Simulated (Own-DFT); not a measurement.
# What a defect does to the pressure of its cell: zincblende GaAs

Calculated, not measured: single-point runs of Own-DFT, a retired in-house plane-wave DFT program that no person has reviewed, on unrelaxed cells, without spin or spin-orbit coupling.

Settings: PBE; PseudoDojo norm-conserving scalar-relativistic files; cutoff 42 hartree; 3 x 3 x 3 k mesh centred on Gamma; Fermi-Dirac smearing of 0.1 eV.

Known weak points (not all hold for every row): not probed for a lower state with spin; forces not confirmed at this smearing and k mesh; stress not checked against mesh or cutoff.

All runs share one cell, with vectors in Å (10.862, 0.000, 0.000); (0.000, 10.862, 0.000); (0.000, 0.000, 11.796) and a volume of 1391.7 Å³, strained against the parent crystal. Atoms were moved at random from their sites; u is the rms move along one axis. The defect's site can differ from row to row.

```
                             cell     formula   u (Å)  P (GPa)
                        no defect    As32Ga32  0.0312     6.74
                        no defect    As32Ga32  0.0334     6.70
                        no defect    As32Ga32  0.0505     6.97
one As vacancy and one Ga vacancy    As31Ga31  0.0297     5.95
one As vacancy and one Ga vacancy    As31Ga31  0.0297     5.81
one As vacancy and one Ga vacancy    As31Ga31  0.0453     6.21
              one Al on a Ga site  AlAs32Ga31  0.0271     6.62
              one Al on a Ga site  AlAs32Ga31  0.0300     6.70
              one Al on a Ga site  AlAs32Ga31  0.0526     7.13
              one In on a Ga site  As32Ga31In  0.0289     7.48
              one In on a Ga site  As32Ga31In  0.0298     7.40
              one In on a Ga site  As32Ga31In  0.0312     7.39
              one P on an As site   As31Ga32P  0.0273     6.35
              one P on an As site   As31Ga32P  0.0307     6.40
              one P on an As site   As31Ga32P  0.0495        ?
              one P on an As site   As31Ga32P  0.0520     6.82
```

## Fit

P = P0 + c u² + a shift for each defect gives P0 = 6.45 GPa, c = 226 ± 22 GPa/Å² and a scatter of 0.06 GPa. The shifts, and each times the cell's volume:

- one In on a Ga site: 0.77 ± 0.05 GPa, 6.7 eV
- one Al on a Ga site: 0.03 ± 0.05 GPa, 0.3 eV (not resolved)
- one P on an As site: -0.26 ± 0.05 GPa, -2.2 eV
- one As vacancy and one Ga vacancy: -0.75 ± 0.05 GPa, -6.5 eV

Positive is outwards. The product with the volume (160.2 GPa Å³ to the eV) is nearly free of the cell's size; divided by the bulk modulus at the cell's pressure it gives the volume that the defect adds. The atoms around the defects weren't relaxed, which would change these numbers.

## Prediction

Asked: what pressure belongs in the blank (one P on an As site, u = 0.0495 Å)?

The fitted form gives 6.75 ± 0.07 GPa. DFT gave 6.73 GPa.
